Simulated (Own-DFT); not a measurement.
# One host, several defects: zincblende GaP

Calculated, not measured: single-point runs of Own-DFT, a retired in-house plane-wave DFT program that no person has reviewed, on unrelaxed cells, without spin or spin-orbit coupling.

Settings: PBE; PseudoDojo norm-conserving scalar-relativistic files; cutoff 42 hartree; 3 x 3 x 3 k mesh centred on Gamma; Fermi-Dirac smearing of 0.1 eV.

Keep in mind (not all hold for every row): not probed for a lower state with spin; forces on such cells failed a check on a denser k mesh; forces on such cells passed a denser k mesh, each cell not checked; stress not checked against mesh or cutoff.

All runs share one cell, with vectors in Å (10.901, 0.000, 0.000); (0.000, 10.901, 0.000); (0.000, 0.000, 10.901) and a volume of 1295.4 Å³. u is the rms random offset of the atoms per axis. The defect's site can differ from row to row.

```
               cell    formula   u (Å)  P (GPa)
          no defect    Ga32P32  0.0207     2.72
          no defect    Ga32P32  0.0521     3.18
          no defect    Ga32P32  0.0526     3.37
one In on a Ga site  Ga31InP32  0.0305     3.67
one In on a Ga site  Ga31InP32  0.0482     4.09
one In on a Ga site  Ga31InP32  0.0538     4.23
    two P vacancies    Ga32P30  0.0302     2.35
    two P vacancies    Ga32P30  0.0303     2.29
    two P vacancies    Ga32P30  0.0482        ?
    two P vacancies    Ga32P30  0.0494     2.75
one Al on a Ga site  AlGa31P32  0.0293     2.87
one Al on a Ga site  AlGa31P32  0.0312     2.86
one Al on a Ga site  AlGa31P32  0.0535     3.33
 one Ga on a P site    Ga33P31  0.0279     3.27
 one Ga on a P site    Ga33P31  0.0312     3.31
 one Ga on a P site    Ga33P31  0.0468     3.72
```

## Worked fit

P = P0 + c u² + a shift for each defect gives P0 = 2.57 GPa, c = 264 ± 17 GPa/Å² and a scatter of 0.06 GPa. The shifts, and each times the cell's volume:

- one In on a Ga site: 0.88 ± 0.05 GPa, 7.1 eV
- one Ga on a P site: 0.51 ± 0.05 GPa, 4.2 eV
- one Al on a Ga site: 0.03 ± 0.05 GPa, 0.3 eV (not resolved)
- two P vacancies: -0.48 ± 0.05 GPa, -3.9 eV (-1.9 eV for each of its 2 sites)

Against the defect-free cell, a freed cell would be larger where the shift is positive and smaller where it is negative (160.2 GPa Å³ is 1 eV). The atoms around the defects weren't relaxed, which would change these numbers.

## Withheld run

Q: what pressure belongs in the blank (two P vacancies, u = 0.0482 Å)?

The fitted form gives 2.70 ± 0.07 GPa. DFT gave 2.49 GPa. The miss is larger than the scatter suggests: chance, or a term that the fit lacks.
